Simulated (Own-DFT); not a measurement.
# Strain and stress in hcp Hf, 36 atoms (Hf36)

Calculated results; nothing here was measured. The program, named Own-DFT, is a retired in-house plane-wave density functional code that no person has reviewed. Each row is one single-point run on a periodic cell that was not relaxed, without spin or spin-orbit coupling.

Settings of every run: PBE; PseudoDojo norm-conserving scalar-relativistic files; cutoff 42 hartree; 4 x 4 x 4 k mesh centred on Gamma; cold (Marzari-Vanderbilt) smearing of 0.2 eV.

Known limits: hafnium file: forces about 75 meV/angstrom off all-electron values; forces on such cells passed a denser k mesh, each cell not checked; stress not checked against mesh or cutoff.

Unstrained cell vectors in Å: (9.589, 0.000, 0.000); (-4.795, 8.305, 0.000); (0.000, 0.000, 10.102). The unstrained cell has measured lattice constants (interpolated for alloys), not those of this functional. That, the random moves and any unrelaxed bonds set the pressure at no strain. Each run strains this cell uniformly, with the atoms carried along. Every atom was also moved at random, by a Gaussian of width 0.05 Å on each axis. Strain is the symmetric tensor, in per cent. Stress is positive in tension, and the pressure is minus a third of its trace.

| run | e_xx (%) | e_yy (%) | e_zz (%) | e_yz (%) | e_xz (%) | e_xy (%) | s_xx (GPa) | s_yy (GPa) | s_zz (GPa) | s_yz (GPa) | s_xz (GPa) | s_xy (GPa) | P (GPa) | E (meV/atom) |
|---|---|---|---|---|---|---|---|---|---|---|---|---|---|---|
| 1 | 1.95 | 1.25 | -1.67 | 1.21 | 0.00 | 0.70 | 1.77 | 1.22 | -2.80 | 1.25 | 0.03 | 0.97 | -0.06 | 2.6 |
| 2 | 0.80 | -1.68 | 0.46 | 0.49 | 1.66 | 0.19 | -0.17 | -4.11 | -1.68 | 0.47 | 1.47 | 0.45 | 1.99 | 13.0 |
| 3 | 1.62 | 1.74 | -0.72 | -0.91 | -1.20 | 0.90 | 2.45 | 2.28 | -0.81 | -0.91 | -1.21 | 1.24 | -1.31 | 0.0 |
| 4 | 1.99 | 1.23 | 0.91 | -0.27 | 0.26 | 1.76 | 3.71 | 2.38 | 2.39 | -0.25 | 0.29 | 2.13 | -2.82 | 6.8 |
| 5 | -1.26 | 0.41 | -0.76 | 0.40 | -1.70 | 0.82 | -4.04 | -1.79 | -3.85 | 0.38 | -1.77 | 0.96 | 3.23 | 2.2 |
| 6 | -0.80 | -0.37 | 1.68 | 2.00 | 1.63 | -1.93 | -1.88 | -1.60 | 0.73 | 1.92 | 1.64 | -2.74 | 0.92 | 10.2 |
| 7 | 1.31 | 1.59 | -1.90 | 1.98 | 1.56 | 0.06 | 0.85 | 1.08 | -3.67 | 2.15 | 1.58 | 0.18 | 0.58 | 10.5 |
| 8 | -0.29 | -0.31 | -0.52 | 1.90 | 1.69 | -0.57 | -2.80 | -2.03 | -3.33 | 1.87 | 1.74 | -0.68 | 2.72 | 6.9 |
| 9 | 1.16 | -1.34 | -1.27 | 1.59 | -0.48 | -0.23 | -0.84 | -4.16 | -4.42 | 1.87 | -0.45 | -0.40 | 3.14 | 4.5 |
| 10 | -0.56 | -1.51 | -0.74 | -0.11 | 0.36 | 1.86 | -3.88 | -5.47 | -4.68 | -0.10 | 0.34 | 2.57 | 4.68 | 10.2 |
| 11 | 1.24 | -1.00 | 1.70 | -1.14 | 1.15 | -1.46 | 1.66 | -1.55 | 2.05 | -1.11 | 0.97 | -1.96 | -0.72 | 2.4 |
| 12 | -1.38 | 1.74 | -0.29 | -1.00 | -1.99 | -0.48 | -3.28 | 1.31 | -2.04 | -1.01 | -2.12 | -0.99 | 1.34 | 2.4 |
| 13 | 1.01 | 0.37 | -1.77 | 0.49 | 1.87 | 0.25 | -0.39 | -1.00 | -4.46 | 0.51 | 1.93 | 0.19 | 1.95 | 4.9 |
| 14 | 1.17 | -0.90 | -1.34 | -1.56 | -0.95 | 1.51 | -0.49 | -3.48 | -4.35 | -1.61 | -0.90 | 2.10 | 2.77 | 9.8 |
| 15 | 0.07 | -1.70 | 1.73 | 0.70 | 0.21 | 1.00 | -0.86 | -3.79 | 0.56 | 0.69 | 0.16 | 1.28 | 1.37 | 8.9 |
| 16 | -0.43 | 1.91 | 1.30 | -0.90 | -0.79 | -1.17 | ? | ? | ? | ? | ? | ? | ? | ? |

E is the free energy for each atom above the lowest run shown.

## Worked fit

Each stress component was fitted by least squares to a constant and the strains of the runs shown, as fractions, with shears doubled. Shear strains stay in the fit of a normal stress only where such slopes are resolved. The slopes, in GPa:

| stress | at no strain | per e_xx | per e_yy | per e_zz | scatter |
|---|---|---|---|---|---|
| s_xx | -1.4 | 195 ± 4 | 56 ± 4 | 72 ± 4 | 0.17 |
| s_yy | -1.4 | 50 ± 6 | 199 ± 5 | 59 ± 5 | 0.23 |
| s_zz | -1.8 | 71 ± 3 | 73 ± 2 | 204 ± 3 | 0.11 |

Each shear stress against twice its own strain: yz 52 ± 1, xz 50 ± 1, xy 68 ± 2 GPa. These are stiffnesses along x, y and z of the frame in which the cell vectors are given, which need not be the crystal's axes. The atoms are held to the strained lattice; where symmetry lets them move under strain, relaxing them would lower some slopes. The table should be nearly symmetric about its diagonal, and what it lacks of that shows the noise. A ninth of its sum, 109 ± 1 GPa, estimates the bulk modulus near the mean pressure of these runs, 1.3 GPa.

## Withheld run

Question: what normal stresses and pressure should run 16 give?

The fit gives s_xx = -0.2, s_yy = 2.9, s_zz = 2.0 and P = -1.6 GPa. The calculation gave -0.16, 2.99, 1.84 and P = -1.55 GPa.
